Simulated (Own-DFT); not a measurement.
# How strain changes the stress of wurtzite AlGaN with randomly placed atoms, 96 atoms (Al36Ga12N48)

These are calculations, not measurements. The program, named Own-DFT, is a retired in-house plane-wave density functional code that no person has reviewed. Each row is one single-point run on a periodic cell that was not relaxed, without spin or spin-orbit coupling.

Settings of every run: PBE; PseudoDojo norm-conserving scalar-relativistic files (stringent for Ga); cutoff 96 hartree; 3 x 4 x 3 k mesh centred on Gamma; Gaussian smearing of 0.01 eV.

Known limits, some of them of some rows only: some atoms lie very close together; k mesh not checked against a denser one; stress not checked against mesh or cutoff.

Unstrained cell vectors in Å: (12.525, 0.000, 0.000); (-4.697, 8.135, 0.000); (0.000, 0.000, 10.066). The unstrained cell has measured lattice constants (interpolated for alloys), not those of this functional. That, the random moves and any unrelaxed bonds set the pressure at no strain. Each run strains this cell uniformly, with the atoms carried along. Every atom was also moved at random, by a Gaussian of width 0.05 Å on each axis. The random placing of the alloy's atoms differs from row to row. Strain is the symmetric tensor, in per cent. Stress is positive in tension, and the pressure is minus a third of its trace.

```
run,e_xx (%),e_yy (%),e_zz (%),s_xx (GPa),s_yy (GPa),s_zz (GPa),P (GPa),E (meV/atom)
1,2.00,2.00,0.00,3.50,4.20,-2.84,-1.62,0.0
2,1.25,1.25,0.00,-0.21,-0.10,-4.60,1.64,5.5
3,-3.00,-3.00,0.00,-26.99,-25.06,-10.85,20.97,53.3
4,-0.75,-0.75,0.00,-8.70,-12.88,-7.55,9.71,22.6
5,-0.50,-0.50,0.00,-8.27,-8.90,-7.82,8.33,8.5
6,3.00,3.00,0.00,7.76,8.51,-2.42,-4.62,13.8
7,2.25,2.25,0.00,4.52,4.11,-1.60,-2.34,4.0
8,-2.25,-2.25,0.00,-21.02,-20.74,-10.92,17.56,58.6
9,1.75,1.75,0.00,?,?,?,?,?
```

E is the free energy for each atom above the lowest run shown.

## Worked fit

The change of volume is close to e_xx + e_yy + e_zz. A straight line through the runs shown gives P = 7.37 - 215 x (fractional change of volume) GPa, with an error of 8 on the slope and a scatter of 0.89 GPa. The strain isn't the same on all axes and the cell isn't cubic, so the slope belongs to this path and is not the bulk modulus.

## Withheld run

Question: what pressure should run 9 give? Its volume changes by 3.53 %.

The line gives -0.2 GPa. The calculation gave -0.18 GPa.
